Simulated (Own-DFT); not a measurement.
# Computed records: SiGe (diamond-structure random alloy, atoms displaced)

All values are calculated (Own-DFT development build). A calculation, not a measurement: plane-wave PBE density functional theory by an unreviewed code, no spin, of a simulated periodic cell, stress positive in tension, free energy of the whole cell less one offset for each atom, forces on such cells passed a denser k mesh, this cell's mesh not checked; offsets are fitted by least squares, one for each functional and potential file, so energies compare only between cells with the same atoms and settings and are not formation energies; the far tail of each file's local potential was reset to the Coulomb form; each entry is a single point on an unrelaxed cell, so the pressure reflects the starting lattice, mostly measured values, from which strain is counted, and rises with the displacements; printed positions are rounded, which can move forces by about a meV/angstrom; the program is a retired in-house code; no spin-orbit coupling.

Entry: SiGe (diamond-structure random alloy, atoms displaced)

```
cell vectors (Å)
  11.0890     0.0000     0.0000
   0.0000    11.0890     0.0000
   0.0000     0.0000     5.5445
atoms (fractions of the cell vectors)
Ge  0.00414  0.99187  0.99334
Si  0.98978  0.23260  0.51940
Si  0.24522  0.99979  0.49178
Si  0.23956  0.25163  0.01015
Si  0.12017  0.12513  0.24130
Ge  0.12355  0.37290  0.73215
Ge  0.36718  0.12663  0.76739
Si  0.38082  0.36929  0.23439
Si  0.00265  0.49605  0.02009
Ge  0.99923  0.72707  0.51673
Ge  0.24482  0.49853  0.50399
Si  0.24685  0.75906  0.02603
Ge  0.12177  0.62128  0.26276
Ge  0.13402  0.87909  0.74600
Ge  0.37921  0.61518  0.76346
Si  0.37929  0.86383  0.25885
Ge  0.49399  0.00016  0.99708
Ge  0.49058  0.25150  0.49370
Ge  0.75777  0.01518  0.51500
Ge  0.74384  0.24465  0.99784
Si  0.60824  0.12329  0.22482
Si  0.61832  0.36991  0.73778
Ge  0.87138  0.12453  0.73733
Ge  0.89066  0.36776  0.23421
Si  0.50201  0.48951  0.00328
Ge  0.51167  0.74777  0.51013
Si  0.74705  0.50246  0.51406
Si  0.74628  0.74587  0.00503
Ge  0.63592  0.62934  0.23277
Si  0.62226  0.88831  0.75455
Si  0.87498  0.62511  0.73343
Si  0.88229  0.87275  0.25272
```

* functional: PBE
* potential files: PseudoDojo norm-conserving, scalar-relativistic, standard set
* wave cutoff: 42 hartree
* occupations: Fermi-Dirac
* smearing width: 0.1 eV
* k mesh: 3 x 3 x 6 centred on Gamma
* free energy of cell above offsets: 0.200 eV
* pressure: 4.06 GPa
* stress xx: -4.26 GPa
* stress yy: -3.87 GPa
* stress zz: -4.05 GPa
* stress yz: 1.08 GPa
* stress xz: 0.98 GPa
* stress xy: -2.81 GPa

Force:
```
element  x (eV/Å)  y (eV/Å)  z (eV/Å)
     Ge    -0.679     0.782      0.29
     Si     2.595     2.257    -2.503
     Si     1.219     0.368    -0.845
     Si      0.62     0.418    -0.184
     Si    -0.163    -0.299     1.069
     Ge    -1.196    -0.848     1.399
     Ge     -0.93     0.099        -1
     Si    -1.842     0.689     0.338
     Si     0.277     1.032    -2.595
     Ge     0.859     3.773    -0.935
     Ge     2.026    -0.373    -0.953
     Si     0.387    -1.296     -0.91
     Ge     0.868     0.145    -1.472
     Ge    -0.458    -1.556    -0.166
     Ge    -0.645     1.115     0.394
     Si     -0.28     1.262     0.603
     Ge    -0.805    -1.317     0.244
     Ge     0.527    -0.864      0.17
     Ge    -3.053    -3.106    -3.564
     Ge    -0.085     0.707    -0.178
     Si     1.697     0.573     2.098
     Si     0.725     0.632     0.322
     Ge     0.788      0.29     4.086
     Ge    -2.187    -0.654     2.057
     Si     0.743     0.392    -0.125
     Ge    -0.476     0.088     0.022
     Si     0.452    -0.943    -1.089
     Si     1.999     2.489    -2.054
     Ge    -1.525    -2.207     1.539
     Si      1.35    -1.155    -0.055
     Si    -1.873    -1.781      3.42
     Si    -0.934    -0.711     0.579
```
